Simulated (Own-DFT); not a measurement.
# Point defects and the pressure they add: wurtzite GaN

The numbers are computed, not measured, by runs of the plane-wave DFT program Own-DFT (in-house, retired, unreviewed) at fixed positions, with no spin and no spin-orbit coupling.

Settings: PBE; PseudoDojo norm-conserving scalar-relativistic files; cutoff 42 hartree; 4 x 4 x 3 k mesh centred on Gamma; Fermi-Dirac smearing of 0.1 eV.

Known weak points (not all hold for every row): not probed for a lower state with spin; forces not confirmed at this smearing and k mesh; stress not checked against mesh or cutoff.

All runs share one cell, with vectors in Å (9.567, 0.000, 0.000); (-4.784, 8.285, 0.000); (0.000, 0.000, 10.370) and a volume of 822.0 Å³. Atoms were moved at random from their sites; u is the rms move along one axis. The defect's site can differ from row to row.

```
cell,formula,u (Å),P (GPa)
no defect,Ga36N36,0.0209,5.96
no defect,Ga36N36,0.0487,7.58
no defect,Ga36N36,0.0518,7.96
one N on a Ga site,Ga35N37,0.0296,5.43
one N on a Ga site,Ga35N37,0.0301,5.38
one N on a Ga site,Ga35N37,0.0493,6.51
one N on a Ga site,Ga35N37,0.0553,?
one Ga on an N site,Ga37N35,0.0300,12.46
one Ga on an N site,Ga37N35,0.0304,12.03
one Ga on an N site,Ga37N35,0.0502,13.15
```

## Working it out

P = P0 + c u² + a shift for each defect gives P0 = 5.80 GPa, c = 745 ± 83 GPa/Å² and a scatter of 0.21 GPa. The shifts, and each times the cell's volume:

- one Ga on an N site: 5.67 ± 0.17 GPa, 29.1 eV
- one N on a Ga site: -1.08 ± 0.17 GPa, -5.5 eV

Positive is outwards. The product with the volume (160.2 GPa Å³ to the eV) is nearly free of the cell's size; divided by the bulk modulus at the cell's pressure it gives the volume that the defect adds. The atoms around the defects weren't relaxed, which would change these numbers.

## Prediction

Q: what pressure belongs in the blank (one N on a Ga site, u = 0.0553 Å)?

Estimate: 7.00 ± 0.28 GPa. The calculation gave 6.73 GPa.
